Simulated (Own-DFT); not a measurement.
# How strain changes the stress of grey tin, 32 atoms (Sn32)

All numbers below are calculated, not measured. The program, named Own-DFT, is a retired in-house plane-wave density functional code that no person has reviewed. Each row is one single-point run on a periodic cell that was not relaxed, without spin or spin-orbit coupling.

Settings of every run: PBE; PseudoDojo norm-conserving scalar-relativistic files; cutoff 42 hartree; 3 x 3 x 5 k mesh centred on Gamma; cold (Marzari-Vanderbilt) smearing of 0.2 eV.

Known limits: forces on such cells failed a check on a denser k mesh; stress not checked against mesh or cutoff.

Unstrained cell vectors in Å: (12.978, 0.000, 0.000); (0.000, 12.978, 0.000); (0.000, 0.000, 6.489). The unstrained cell has measured lattice constants (interpolated for alloys), not those of this functional. That, the random moves and any unrelaxed bonds set the pressure at no strain. Each run strains this cell uniformly, with the atoms carried along. Every atom was also moved at random, by a Gaussian of width 0.05 Å on each axis. Strain is the symmetric tensor, in per cent. Stress is positive in tension, and the pressure is minus a third of its trace.

| run | e_xx (%) | e_yy (%) | e_zz (%) | e_yz (%) | e_xz (%) | e_xy (%) | s_xx (GPa) | s_yy (GPa) | s_zz (GPa) | s_yz (GPa) | s_xz (GPa) | s_xy (GPa) | P (GPa) | E (meV/atom) |
|---|---|---|---|---|---|---|---|---|---|---|---|---|---|---|
| 1 | -1.41 | -1.60 | 0.01 | 0.13 | 0.88 | -1.79 | -5.61 | -5.59 | -5.17 | 0.36 | 2.11 | -2.20 | 5.46 | 53.5 |
| 2 | 1.42 | 0.44 | 0.15 | -1.42 | 0.45 | -1.85 | -2.54 | -2.74 | -2.98 | -1.51 | -0.02 | -1.70 | 2.75 | 10.8 |
| 3 | -0.28 | -2.00 | 0.07 | 0.10 | 1.19 | 1.69 | -4.85 | -5.33 | -4.65 | 0.57 | 0.88 | 2.11 | 4.94 | 41.6 |
| 4 | 1.90 | -1.62 | -0.84 | 0.62 | -1.39 | -0.96 | -3.44 | -4.39 | -4.23 | 1.25 | -1.69 | -0.40 | 4.02 | 26.3 |
| 5 | 0.73 | -1.95 | 1.38 | 0.79 | -1.53 | 0.71 | -3.44 | -4.21 | -3.30 | 0.88 | -1.75 | 0.73 | 3.65 | 20.9 |
| 6 | -0.60 | -1.45 | -0.35 | -0.78 | 1.80 | 1.43 | -4.98 | -5.20 | -4.89 | -0.59 | 1.98 | 1.35 | 5.02 | 38.7 |
| 7 | 1.73 | -1.56 | 1.88 | 0.42 | 1.46 | -0.70 | -2.61 | -3.28 | -2.53 | 0.21 | 1.12 | -1.12 | 2.80 | 21.9 |
| 8 | -0.19 | -1.75 | -1.26 | -1.85 | 0.17 | 1.00 | -5.31 | -5.64 | -5.64 | -1.50 | -0.23 | 1.01 | 5.53 | 52.2 |
| 9 | -0.80 | -1.06 | 1.06 | -1.17 | 1.02 | -0.01 | -4.34 | -4.33 | -3.79 | -0.74 | 1.60 | -0.49 | 4.15 | 28.7 |
| 10 | -0.63 | 1.33 | 1.40 | -0.65 | 0.90 | 0.80 | -2.96 | -2.44 | -2.33 | -0.71 | 0.51 | 1.16 | 2.58 | 0.0 |
| 11 | 0.19 | 1.25 | -1.08 | -0.84 | -0.68 | 0.92 | -3.38 | -3.11 | -3.68 | -0.14 | -0.80 | 0.85 | 3.39 | 7.7 |
| 12 | 0.56 | -1.88 | -0.96 | 0.11 | -1.49 | 1.20 | -4.71 | -5.44 | -5.03 | 0.95 | -1.90 | 1.47 | 5.06 | 49.6 |
| 13 | 0.99 | 0.20 | -0.91 | -0.74 | -0.48 | 1.66 | -3.25 | -3.58 | -3.86 | -0.80 | -0.59 | 1.75 | 3.56 | 19.0 |
| 14 | -0.44 | 0.59 | -1.82 | 0.83 | -1.07 | -1.46 | -4.63 | -4.31 | -5.05 | 1.27 | -1.77 | -1.54 | 4.66 | 38.0 |
| 15 | -0.27 | 0.99 | 0.23 | -1.56 | -0.91 | 0.32 | -3.41 | -3.09 | -3.27 | -1.84 | -1.40 | 0.10 | 3.26 | 13.5 |
| 16 | -0.53 | 1.16 | -1.26 | 0.88 | 0.73 | -0.22 | -4.03 | -3.51 | -4.16 | 0.97 | 0.69 | 0.54 | 3.90 | 13.5 |
| 17 | 0.17 | 0.70 | -0.50 | 0.44 | 1.62 | 1.02 | -3.49 | -3.37 | -3.71 | 0.57 | 1.78 | 1.15 | 3.52 | 15.6 |
| 18 | -1.30 | 0.82 | 0.95 | 0.14 | 0.53 | -0.18 | ? | ? | ? | ? | ? | ? | ? | ? |

E is the free energy for each atom above the lowest run shown.

## Worked fit

Each stress component was fitted by least squares to a constant and the strains of the runs shown, as fractions, with shears doubled. Shear strains stay in the fit of a normal stress only where such slopes are resolved. The slopes, in GPa:

| stress | at no strain | per e_xx | per e_yy | per e_zz | scatter |
|---|---|---|---|---|---|
| s_xx | -3.7 | 72 ± 2 | 48 ± 2 | 42 ± 2 | 0.09 |
| s_yy | -3.7 | 45 ± 2 | 75 ± 1 | 44 ± 2 | 0.08 |
| s_zz | -3.7 | 41 ± 3 | 47 ± 2 | 70 ± 2 | 0.10 |

Each shear stress against twice its own strain: yz 52 ± 4, xz 56 ± 5, xy 54 ± 4 GPa. These are stiffnesses along x, y and z of the frame in which the cell vectors are given, which need not be the crystal's axes. The atoms are held to the strained lattice; where symmetry lets them move under strain, relaxing them would lower some slopes. The table should be nearly symmetric about its diagonal, and what it lacks of that shows the noise. A ninth of its sum, 54 ± 1 GPa, estimates the bulk modulus near the mean pressure of these runs, 4.0 GPa, so it lies above the value at zero pressure.

## Withheld run

Question: what normal stresses and pressure should run 18 give?

The fit gives s_xx = -3.9, s_yy = -3.3, s_zz = -3.2 and P = 3.5 GPa. The calculation gave -3.77, -3.16, -3.21 and P = 3.38 GPa.
